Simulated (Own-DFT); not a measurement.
# Response to strain: grey tin, 64 atoms (Sn64)

Calculated results; nothing here was measured. The program, named Own-DFT, is a retired in-house plane-wave density functional code that no person has reviewed. Each row is one single-point run on a periodic cell that was not relaxed, without spin or spin-orbit coupling.

Settings of every run: PBE; PseudoDojo norm-conserving scalar-relativistic files; cutoff 42 hartree; 3 x 3 x 3 k mesh centred on Gamma; cold (Marzari-Vanderbilt) smearing of 0.2 eV.

Known limits: forces on such cells moved up to 12 meV/angstrom on a denser k mesh; stress not checked against mesh or cutoff.

Unstrained cell vectors in Å: (12.978, 0.000, 0.000); (0.000, 12.978, 0.000); (0.000, 0.000, 12.978). The unstrained cell has measured lattice constants (interpolated for alloys), not those of this functional. That, the random moves and any unrelaxed bonds set the pressure at no strain. Each run strains this cell uniformly, with the atoms carried along. Every atom was also moved at random, by a Gaussian of width 0.05 Å on each axis. Strain is the symmetric tensor, in per cent. Stress is positive in tension, and the pressure is minus a third of its trace.

```
run  e_xx (%)  e_yy (%)  e_zz (%)  e_yz (%)  e_xz (%)  e_xy (%)  s_xx (GPa)  s_yy (GPa)  s_zz (GPa)  s_yz (GPa)  s_xz (GPa)  s_xy (GPa)  P (GPa)  E (meV/atom)
  1     -0.96     -0.72     -0.93     -0.01      0.72      0.24       -5.17       -5.06       -5.08       -0.16        0.75        0.86     5.10          34.0
  2     -0.69     -0.53      0.08      1.84     -0.31     -0.26       -4.52       -4.51       -4.20        2.49       -0.52        0.70     4.41          33.2
  3      1.19     -0.38     -0.87      0.26      1.00      1.91       -3.49       -3.93       -4.07        0.04        1.31        2.30     3.83          21.0
  4     -0.33      0.80     -1.27     -1.24      0.83     -0.94       -4.04       -3.73       -4.28       -0.68        0.79       -0.47     4.02          14.7
  5     -1.23      0.76      1.53     -0.23      1.99      1.73       -3.78       -3.25       -3.03       -0.40        2.28        1.89     3.35          23.5
  6      1.67     -0.88     -0.30      1.93     -1.62     -0.93       -3.12       -3.85       -3.76        1.99       -1.35       -1.22     3.57          20.8
  7     -0.37     -1.79     -0.60      1.47     -1.70     -1.81       -5.35       -5.73       -5.27        1.68       -1.75       -2.18     5.45          57.1
  8     -0.20     -0.69      1.14      2.00      0.24     -1.72       -3.76       -3.90       -3.36        1.91        0.36       -1.62     3.67          22.3
  9     -1.57     -0.21     -1.92     -0.96     -0.58      1.47       -6.08       -5.69       -6.11       -1.03       -0.85        1.93     5.96          64.8
 10      0.02     -1.69     -1.86      1.11     -0.45     -0.84       -5.33       -5.84       -5.88        1.21       -0.99       -0.41     5.68          47.8
 11     -1.85     -1.89     -0.55      1.18      1.87      1.00       -6.56       -6.56       -6.14        1.81        2.79        0.85     6.42          75.9
 12      1.72      0.73     -1.11     -0.97      0.66     -0.66       -2.59       -2.87       -3.37       -0.98        0.74       -0.14     2.94           0.0
 13      1.25      0.01     -1.47      0.11     -0.14      0.68       -3.33       -3.73       -4.14        0.43       -0.61        1.02     3.73          11.3
 14     -0.46      0.13      1.96     -1.71     -1.43      0.11       -3.17       -3.10       -2.49       -1.96       -1.20       -0.29     2.92           6.6
 15      0.64     -0.47      0.86      0.52      0.59     -0.24           ?           ?           ?           ?           ?           ?        ?             ?
```

E is the free energy for each atom above the lowest run shown.

## Worked fit

Each stress component was fitted by least squares to a constant and the strains of the runs shown, as fractions, with shears doubled. Shear strains stay in the fit of a normal stress only where such slopes are resolved. The slopes, in GPa:

| stress | at no strain | per e_xx | per e_yy | per e_zz | scatter |
|---|---|---|---|---|---|
| s_xx | -3.8 | 79 ± 3 | 53 ± 4 | 42 ± 3 | 0.11 |
| s_yy | -3.8 | 50 ± 3 | 81 ± 3 | 41 ± 3 | 0.11 |
| s_zz | -3.8 | 48 ± 3 | 52 ± 4 | 70 ± 3 | 0.12 |

Each shear stress against twice its own strain: yz 56 ± 6, xz 60 ± 5, xy 51 ± 5 GPa. These are stiffnesses along x, y and z of the frame in which the cell vectors are given, which need not be the crystal's axes. The atoms are held to the strained lattice; where symmetry lets them move under strain, relaxing them would lower some slopes. The table should be nearly symmetric about its diagonal, and what it lacks of that shows the noise. A ninth of its sum, 57 ± 2 GPa, estimates the bulk modulus near the mean pressure of these runs, 4.4 GPa, so it lies above the value at zero pressure.

## Withheld run

Question: what normal stresses and pressure should run 15 give?

The fit gives s_xx = -3.2, s_yy = -3.5, s_zz = -3.1 and P = 3.3 GPa. The calculation gave -3.03, -3.32, -2.92 and P = 3.09 GPa.
